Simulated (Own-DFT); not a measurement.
# A change of arrangement and its cost: C34N2Si36, 72 atoms

All numbers below are calculated, not measured. The program, named Own-DFT, is a retired in-house plane-wave density functional code that no person has reviewed. Each row is one single-point run on a periodic cell that was not relaxed, without spin or spin-orbit coupling.

Settings of every run: PBE; PseudoDojo norm-conserving scalar-relativistic files; cutoff 42 hartree; 4 x 4 x 3 k mesh centred on Gamma; Fermi-Dirac smearing of 0.1 eV.

Known limits: not probed for a lower state with spin; forces on such cells passed a denser k mesh, each cell not checked; stress not checked against mesh or cutoff.

All cells hold the same atoms in the same cell, with vectors in Å (9.248, 0.000, 0.000); (-4.624, 8.009, 0.000); (0.000, 0.000, 10.068). Every atom was moved at random from its ideal site; u is the rms move along one axis. The defect's site can differ from row to row. E is the free energy of the cell above the lowest run. The arrangements:

- A: 4H SiC, with two N on a C site each, 3.1 Å apart
- B: 2H SiC, with two N on a C site each, 3.1 Å apart

| arrangement | u (Å) | E (eV) | P (GPa) |
|---|---|---|---|
| A | 0.0289 | 0.000 | 2.61 |
| A | 0.0301 | 0.405 | 2.81 |
| A | 0.0311 | 0.207 | 2.71 |
| A | 0.0479 | 4.386 | 4.36 |
| A | 0.0513 | 4.469 | 4.14 |
| A | 0.0542 | 5.930 | 4.53 |
| B | 0.0309 | 1.620 | 3.05 |
| B | 0.0309 | 1.609 | 2.96 |
| B | 0.0328 | 1.885 | 3.17 |
| B | 0.0473 | 4.415 | 4.13 |
| B | 0.0523 | 6.289 | 4.71 |
| B | 0.0568 | 7.502 | 5.12 |

Question: once the cost of the random moves is taken out, how do the arrangements rank?

## Worked answer

Fit E = a + b u², with one b for all and one a for each arrangement, and with residuals divided by u², since the noise grows with the moves. Then b = 2627 eV/Å², the scatter at u = 0.04 Å is 0.25 eV, and against A:

- B: 1.19 ± 0.11 eV (higher)

These are energies of unrelaxed cells. Relaxing the atoms lowers the strained arrangements most, so the gaps would shrink and small ones could change sign.
